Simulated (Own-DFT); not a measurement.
# One host, several defects: C40 NbSi2

No measurement is shown. These are fixed-geometry runs of a retired plane-wave code named Own-DFT, which no person has reviewed; spin and spin-orbit coupling are neglected.

All runs used: PBE; PseudoDojo norm-conserving scalar-relativistic files; cutoff 42 hartree; 4 x 4 x 5 k mesh centred on Gamma; cold (Marzari-Vanderbilt) smearing of 0.2 eV.

Caveats: forces on such cells failed a check on a denser k mesh; stress not checked against mesh or cutoff.

All runs share one cell, with vectors in Å (0.000, 8.324, 0.000); (-9.613, 0.000, 0.000); (0.000, 0.000, 6.586) and a volume of 527.0 Å³. u is the rms random offset of the atoms per axis. The defect's site can differ from row to row.

| cell | formula | u (Å) | P (GPa) |
|---|---|---|---|
| no defect | Nb12Si24 | 0.0197 | 1.48 |
| no defect | Nb12Si24 | 0.0228 | 1.57 |
| no defect | Nb12Si24 | 0.0475 | 2.74 |
| two Si on a Nb site each | Nb10Si26 | 0.0274 | 1.52 |
| two Si on a Nb site each | Nb10Si26 | 0.0504 | 2.50 |
| two Si on a Nb site each | Nb10Si26 | 0.0519 | 2.77 |
| two Nb on a Si site each | Nb14Si22 | 0.0284 | 7.44 |
| two Nb on a Si site each | Nb14Si22 | 0.0333 | 7.68 |
| two Nb on a Si site each | Nb14Si22 | 0.0528 | 8.24 |
| one Si vacancy | Nb12Si23 | 0.0272 | ? |
| one Si vacancy | Nb12Si23 | 0.0313 | 1.22 |
| one Si vacancy | Nb12Si23 | 0.0473 | 1.52 |
| one Si vacancy | Nb12Si23 | 0.0512 | 1.59 |

## Working it out

P = P0 + c u² + a shift for each defect gives P0 = 1.41 GPa, c = 492 ± 66 GPa/Å² and a scatter of 0.19 GPa. The shifts, and each times the cell's volume:

- two Nb on a Si site each: 5.60 ± 0.16 GPa, 18.4 eV (9.2 eV for each of its 2 sites)
- two Si on a Nb site each: -0.13 ± 0.17 GPa, -0.4 eV (-0.2 eV for each of its 2 sites) (not resolved)
- one Si vacancy: -0.93 ± 0.17 GPa, -3.1 eV

Against the defect-free cell, a freed cell would be larger where the shift is positive and smaller where it is negative (160.2 GPa Å³ is 1 eV). The atoms around the defects weren't relaxed, which would change these numbers.

## Check

Asked: what pressure belongs in the blank (one Si vacancy, u = 0.0272 Å)?

Estimate: 0.85 ± 0.23 GPa. DFT gave 1.01 GPa.
